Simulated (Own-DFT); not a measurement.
Simulation results for SiGe (layered order of Si and Ge on the diamond lattice, atoms displaced)

A calculation, not a measurement: plane-wave PBE density functional theory by an unreviewed code, no spin, of a simulated periodic cell, stress positive in tension, free energy of the whole cell less one offset for each atom, forces on such cells passed a denser k mesh, this cell's mesh not checked; offsets are fitted by least squares, one for each functional and potential file, so energies compare only between cells with the same atoms and settings and are not formation energies; the far tail of each file's local potential was reset to the Coulomb form; each entry is a single point on an unrelaxed cell, so the pressure reflects the starting lattice, mostly measured values, from which strain is counted, and rises with the displacements; printed positions are rounded, which can move forces by about a meV/angstrom; the program is a retired in-house code; no spin-orbit coupling. Program: Own-DFT development build.

Common to all runs: functional PBE; potential files PseudoDojo norm-conserving, scalar-relativistic, standard set; wave cutoff 42 hartree; occupations Fermi-Dirac; smearing width 0.1 eV; k mesh 3 x 3 x 3 centred on Gamma.

(1) 
```xyz
64
Lattice="11.0890 0.0000 0.0000 0.0000 11.0890 0.0000 0.0000 0.0000 11.0890" Properties=species:S:1:pos:R:3:force_x:R:1:force_y:R:1:force_z:R:1 formula=SiGe free_energy_of_cell_above_offsets=-6.197 pressure=2.93 stress_xx=-2.94 stress_yy=-2.92 stress_zz=-2.92 stress_yz=0.28 stress_xz=-0.05 stress_xy=-0.16
Ge     0.0009     0.0099    11.0551      0.199     -0.896     -0.236
Ge    11.0677     2.7444     2.7904      0.396      0.424     -0.516
Ge     2.7403    11.0680     2.7792      0.213      0.582     -0.381
Ge     2.8070     2.7523    11.0714        0.1     -0.217       -0.2
Ge     1.3287     1.3719     1.2930      0.833      0.364      1.186
Ge     1.3654     4.1852     4.1969      0.474     -0.742     -0.504
Ge     4.1687     1.3980     4.1736      0.074      -0.11      0.381
Ge     4.1384     4.1474     1.4263      0.113      0.248     -0.928
Si    11.0524     0.0373     5.5381      0.611      -0.68      1.026
Si     0.0216     2.8143     8.3387      0.008     -0.493     -0.005
Si     2.7790    11.0841     8.3207      0.095     -0.078     -0.223
Si     2.7740     2.8228     5.5253     -0.039      -0.68      0.836
Si     1.4038     1.3637     6.9460      -0.18      0.578     -0.234
Si     1.4352     4.1351     9.7601     -0.356      0.595     -1.111
Si     4.1592     1.3455     9.6905      0.422      0.131     -0.274
Si     4.1235     4.1745     6.9246       0.33     -0.075       0.56
Ge    11.0766     5.5529    11.0707      0.115      0.043     -0.648
Ge     0.0060     8.3359     2.7589      0.182     -0.175      0.197
Ge     2.7608     5.5187     2.7467      0.034        0.5      0.703
Ge     2.7548     8.3152    11.0772     -0.046      0.304     -0.307
Ge     1.3934     6.9108     1.3886      -0.27      0.194     -0.143
Ge     1.4106     9.6950     4.1912     -0.755      0.278      0.348
Ge     4.1826     6.9620     4.1488      -0.43     -0.905      0.787
Ge     4.1702     9.6922     1.3870     -0.527     -0.346      0.451
Si     0.0387     5.4775     5.5312     -0.695      1.205      0.539
Si     0.0268     8.3825     8.3425     -0.234     -0.639     -0.547
Si     2.7333     5.6010     8.3132      0.272     -0.486      0.206
Si     2.7531     8.3174     5.5165      0.291     -0.385      1.151
Si     1.3353     6.8910     6.9086      0.253      0.719      0.122
Si     1.3886     9.7406     9.6886      0.297     -0.177     -0.237
Si     4.1326     6.9777     9.7046      0.292     -0.464     -0.739
Si     4.1651     9.6649     6.9679     -0.276      0.188     -0.407
Ge     5.5306    11.0296     0.0326      0.187      0.383     -1.254
Ge     5.5363     2.8420     2.7573      0.333     -1.161      0.193
Ge     8.2528    11.0520     2.8234        0.9      0.481     -0.864
Ge     8.3375     2.7551    11.0772     -0.331      0.066     -0.668
Ge     6.9104     1.3687     1.3475      0.059      0.317      0.587
Ge     6.9285     4.1553     4.1581      0.174      0.392      0.329
Ge     9.7335     1.3674     4.1620     -1.043      0.131      0.395
Ge     9.6994     4.1589     1.3570      0.071     -0.072      0.423
Si     5.5670    11.0606     5.6007     -0.143      0.295      0.252
Si     5.5939     2.7807     8.3754     -0.796     -0.291     -0.883
Si     8.3538    11.0847     8.3590     -0.045      0.344     -0.081
Si     8.2999     2.7961     5.5192      0.604     -0.294      0.706
Si     6.9771     1.4054     6.9492     -0.123      -0.14      0.171
Si     6.9083     4.1751     9.6731      0.622     -0.102      0.076
Si     9.7665     1.3425     9.7814     -0.762      1.004     -1.806
Si     9.7513     4.1966     6.8770     -0.782     -0.543      0.727
Ge     5.5452     5.5435    11.0699     -0.246       0.25     -0.149
Ge     5.5439     8.2952     2.7887      0.256      0.173     -0.647
Ge     8.3570     5.5597     2.7841     -0.566     -0.408     -0.428
Ge     8.3148     8.3299    11.0610      0.419      0.028      -0.58
Ge     6.9818     6.9616     1.3660     -0.461     -0.452       0.26
Ge     6.9214     9.6722     4.1545     -0.389     -0.045      1.074
Ge     9.7170     6.8980     4.1365      0.373      0.481      1.107
Ge     9.7349     9.7042     1.3442     -0.631      0.203      0.498
Si     5.5520     5.5025     5.5590     -0.221      0.516      0.383
Si     5.5416     8.2786     8.2729      0.183      0.345      0.688
Si     8.2919     5.5539     8.3136      0.404      0.099     -0.432
Si     8.2882     8.3021     5.5321      0.614      -0.02      0.639
Si     6.9210     6.9453     6.9141      0.033     -0.487      -0.08
Si     6.9579     9.7038     9.6959      -0.55       -0.1     -0.725
Si     9.6972     6.9607     9.6590      0.089      -0.16     -0.283
Si     9.6938     9.7098     6.9655      -0.03     -0.043     -0.477
```

Units: free_energy_of_cell_above_offsets in eV; pressure, stress_xx, stress_yy, stress_zz, stress_yz, stress_xz, stress_xy in GPa; force_x, force_y, force_z in eV/Å.

(2) 
```xyz
64
Lattice="11.0890 0.0000 0.0000 0.0000 11.0890 0.0000 0.0000 0.0000 11.0890" Properties=species:S:1:pos:R:3:force_x:R:1:force_y:R:1:force_z:R:1 formula=SiGe free_energy_of_cell_above_offsets=-6.038 pressure=2.96 stress_xx=-2.98 stress_yy=-2.94 stress_zz=-2.95 stress_yz=-0.45 stress_xz=0.32 stress_xy=-0.27
Ge     0.0364     0.0104     0.0335     -0.767     -0.698     -1.993
Ge    11.0842     2.7235     2.7636      0.099      0.471      0.515
Ge     2.8184     0.0027     2.7555     -0.808     -0.139      0.176
Ge     2.7370     2.7362     0.0547      0.132      0.346      -1.53
Ge     1.3257     1.3488     1.3663      1.058      0.327      0.929
Ge     1.4127     4.1710     4.1700     -0.341     -0.532      0.314
Ge     4.2019     1.3280     4.1730     -0.282      0.716      0.344
Ge     4.1467     4.1652     1.3652     -0.069     -0.484       0.21
Si     0.0015     0.0000     5.5952       0.02      0.085      0.174
Si    11.0707     2.7598     8.2674     -0.107      0.356      0.172
Si     2.7927     0.0225     8.3526     -0.283      0.344     -0.038
Si     2.7770     2.7464     5.5426      0.431      0.349      0.277
Si     1.4120     1.4341     6.9142     -0.148     -0.663      0.338
Si     1.3504     4.1542     9.6506      0.552     -0.138     -0.124
Si     4.2159     1.4090     9.6852     -0.788     -0.103      0.138
Si     4.1556     4.1691     6.9425      0.495     -0.606     -0.336
Ge    11.0764     5.5661    11.0481      0.549      -0.46      0.073
Ge     0.0262     8.3328     2.7512     -0.734      0.598      0.425
Ge     2.8007     5.5188     2.7679     -0.426      0.699     -0.058
Ge     2.8250     8.2934     0.0243     -0.625       0.14     -0.762
Ge     1.3511     6.9916     1.3969      0.709     -1.111     -0.323
Ge     1.3755     9.7062     4.1917      0.265      0.223      0.208
Ge     4.1558     6.9205     4.1915      0.314      0.001      0.173
Ge     4.1604     9.7253     1.3484      0.145     -0.236      0.454
Si     0.0036     5.5389     5.5472     -0.083      0.438      0.228
Si    11.0808     8.3911     8.2701      0.307     -1.228      0.612
Si     2.8323     5.5293     8.2925     -0.482      0.423      0.667
Si     2.7582     8.2927     5.5211      0.346      0.506      1.259
Si     1.4103     6.9124     6.9350     -0.188       0.24     -0.042
Si     1.4165     9.6582     9.6849     -0.015      0.447     -0.104
Si     4.1988     6.9597     9.7522      0.098     -0.527     -1.019
Si     4.1932     9.8007     7.0060     -0.285     -0.845     -0.994
Ge     5.5311     0.0102     0.0130      0.491     -0.154     -1.227
Ge     5.5426     2.7619     2.7545     -0.424      0.549      0.535
Ge     8.2821    11.0826     2.7635      0.058      0.302     -0.412
Ge     8.2965     2.7059     0.0178      0.233      0.867     -1.005
Ge     6.8799     1.4263     1.3809      0.389      -0.83      0.175
Ge     6.9078     4.1936     4.1540      0.457     -0.784      0.558
Ge     9.6793     1.3381     4.1471      0.362       0.11      0.697
Ge     9.7231     4.1284     1.3761     -0.352       0.29      0.038
Si     5.5801    11.0741     5.5024      0.169     -0.002      1.356
Si     5.5669     2.7366     8.3327      0.054       0.57      -0.45
Si     8.3515     0.0514     8.2961     -0.263      -0.93      0.111
Si     8.3658     2.7629     5.5322     -0.549       0.34      0.573
Si     6.9666     1.3639     6.9465     -0.207      0.405     -0.613
Si     6.9078     4.1644     9.7060      0.361     -0.549     -0.334
Si     9.6761     1.3921     9.6611      0.699      -0.05      0.083
Si     9.6979     4.2085     6.9223       0.02     -0.557       -0.1
Ge     5.5608     5.5108     0.0316     -0.127      0.318     -0.998
Ge     5.5432     8.3280     2.7588     -0.175      -0.07      0.249
Ge     8.3072     5.5654     2.7975     -0.085     -0.606     -0.829
Ge     8.3195     8.3203     0.0375     -0.119     -0.283     -1.281
Ge     6.9109     6.9193     1.3800      0.244      0.144      0.271
Ge     6.9603     9.7133     4.1520     -0.205     -0.574      0.576
Ge     9.6748     6.9356     4.0900      0.733      0.269      1.382
Ge     9.6855     9.7270     1.3588       0.27     -0.031      0.438
Si     5.5846     5.5281     5.5510     -0.625      0.285      0.759
Si     5.5569     8.3594     8.3284     -0.335     -0.267     -0.007
Si     8.3066     5.5103     8.3350     -0.074      0.564     -0.007
Si     8.3283     8.3143     5.5494     -0.161     -0.204      0.519
Si     6.8828     6.9382     6.9620      0.627     -0.057     -0.145
Si     6.9482     9.6862     9.6531      0.316      0.565      0.214
Si     9.7256     6.8960     9.7283     -0.566       0.92     -1.159
Si     9.7053     9.6890     6.9420     -0.307       0.51     -0.327
```

Units: free_energy_of_cell_above_offsets in eV; pressure, stress_xx, stress_yy, stress_zz, stress_yz, stress_xz, stress_xy in GPa; force_x, force_y, force_z in eV/Å.

(3) 
```xyz
64
Lattice="11.0890 0.0000 0.0000 0.0000 11.0890 0.0000 0.0000 0.0000 11.0890" Properties=species:S:1:pos:R:3:force_x:R:1:force_y:R:1:force_z:R:1 formula=SiGe free_energy_of_cell_above_offsets=-6.040 pressure=2.96 stress_xx=-2.91 stress_yy=-2.96 stress_zz=-3.01 stress_yz=0.17 stress_xz=-0.27 stress_xy=-0.21
Ge    11.0841     0.0152     0.0065      0.296     -0.403     -0.329
Ge    11.0280     2.7709     2.7416      0.714      0.012     -0.076
Ge     2.7378     0.0336     2.7647      0.301     -0.637      0.108
Ge     2.7493     2.7383     0.0402      0.861      0.672     -1.644
Ge     1.4235     1.3773     1.3661     -1.102      0.217      0.435
Ge     1.3485     4.1800     4.1290      0.632     -0.769      0.587
Ge     4.1321     1.3627     4.1588      -0.01      0.399      0.343
Ge     4.2258     4.1589     1.3315     -0.748     -0.176      0.814
Si     0.0486    11.0832     5.5507     -0.613     -0.273      0.139
Si    11.0695     2.7068     8.3133      0.025      0.525      0.111
Si     2.7822     0.0117     8.2971     -0.145     -0.342      0.079
Si     2.8170     2.7449     5.5728     -0.951      0.381     -0.024
Si     1.3534     1.3836     6.9075      0.656      0.005      0.262
Si     1.4006     4.1643     9.6549     -0.299     -0.253      0.026
Si     4.2070     1.3466     9.6939     -0.649      0.382     -0.384
Si     4.1481     4.1291     6.9219      0.333      0.345      0.426
Ge     0.0013     5.6165    11.0576      0.372     -0.983      -0.21
Ge     0.0097     8.3547     2.7461      0.032     -1.062      0.243
Ge     2.7550     5.5707     2.7679      0.957     -0.648      0.147
Ge     2.8228     8.2824     0.0100     -0.772       0.57     -0.441
Ge     1.4135     6.9187     1.4111     -0.325      0.449     -0.433
Ge     1.3740     9.6666     4.1098      0.245      0.704      0.975
Ge     4.2129     6.9524     4.1506     -0.586     -0.176      0.412
Ge     4.1513     9.7236     1.3776     -0.441     -0.041      0.288
Si     0.0459     5.5256     5.5362     -0.703      0.373      0.688
Si     0.0143     8.3028     8.3152     -0.211      0.197     -0.025
Si     2.7512     5.5802     8.3115      0.429       -0.2     -0.186
Si     2.7616     8.3266     5.4823      0.346     -0.207        0.9
Si     1.3882     6.9440     6.9064      0.089      0.066     -0.072
Si     1.3631     9.7041     9.7277      0.553     -0.132     -0.713
Si     4.1502     6.9795     9.6961      0.656     -0.799     -0.626
Si     4.1788     9.6854     6.8994     -0.548      0.086      0.218
Ge     5.5193    11.0493     0.0069       0.41      0.411     -0.644
Ge     5.5600     2.7434     2.8021     -0.451     -0.069     -0.501
Ge     8.3161    11.0768     2.7558      0.124     -0.388      0.093
Ge     8.3312     2.7870    11.0833     -0.178     -0.383     -0.446
Ge     6.9254     1.3643     1.3814      0.101      0.133     -0.191
Ge     6.8780     4.1592     4.1385      0.788      0.081      0.935
Ge     9.7137     1.3713     4.1329     -0.293      0.005      1.168
Ge     9.6897     4.1802     1.3677      0.208      0.356     -0.153
Si     5.4619     0.0390     5.5515      1.254     -0.572      0.528
Si     5.5848     2.7239     8.3159     -0.191      0.636       0.21
Si     8.3830     0.0266     8.3227     -0.908     -0.302      0.135
Si     8.3054     2.7886     5.5887      0.056     -0.079     -0.284
Si     6.9529     1.3901     6.9477     -0.105       -0.3     -0.237
Si     6.9576     4.1608     9.7205     -0.025     -0.162     -1.057
Si     9.7104     1.3376     9.7405     -0.057       0.69     -0.658
Si     9.7013     4.1488     6.9342      0.323     -0.007      0.004
Ge     5.6091     5.5359     0.0105     -0.235      0.661     -1.026
Ge     5.5235     8.3732     2.7612      0.666     -0.587     -0.334
Ge     8.2949     5.5617     2.7597      0.467     -0.259      0.642
Ge     8.3279     8.3071     0.0001      0.358      0.335     -1.286
Ge     7.0138     6.9380     1.3674     -1.203      0.362      0.372
Ge     6.9373     9.6706     4.1725     -0.144       0.61      0.754
Ge     9.7003     6.9800     4.1815      0.639     -0.927     -0.102
Ge     9.7585     9.6616     1.3875     -0.848      0.745     -0.374
Si     5.5422     5.5426     5.5337     -0.321     -0.294      0.593
Si     5.5681     8.3329     8.3088     -0.204     -0.193     -0.217
Si     8.3538     5.5385     8.3133     -0.492      -0.16     -0.121
Si     8.3382     8.2615     5.5197     -0.656      0.763      1.356
Si     6.8968     6.8883     6.9119      0.594      0.261      0.266
Si     6.8981     9.7203     9.6924      0.773     -0.084      -0.45
Si     9.7207     6.8854     9.6755     -0.328      0.896     -0.568
Si     9.6797     9.7218     6.9545      0.485     -0.463     -0.443
```

Units: free_energy_of_cell_above_offsets in eV; pressure, stress_xx, stress_yy, stress_zz, stress_yz, stress_xz, stress_xy in GPa; force_x, force_y, force_z in eV/Å.
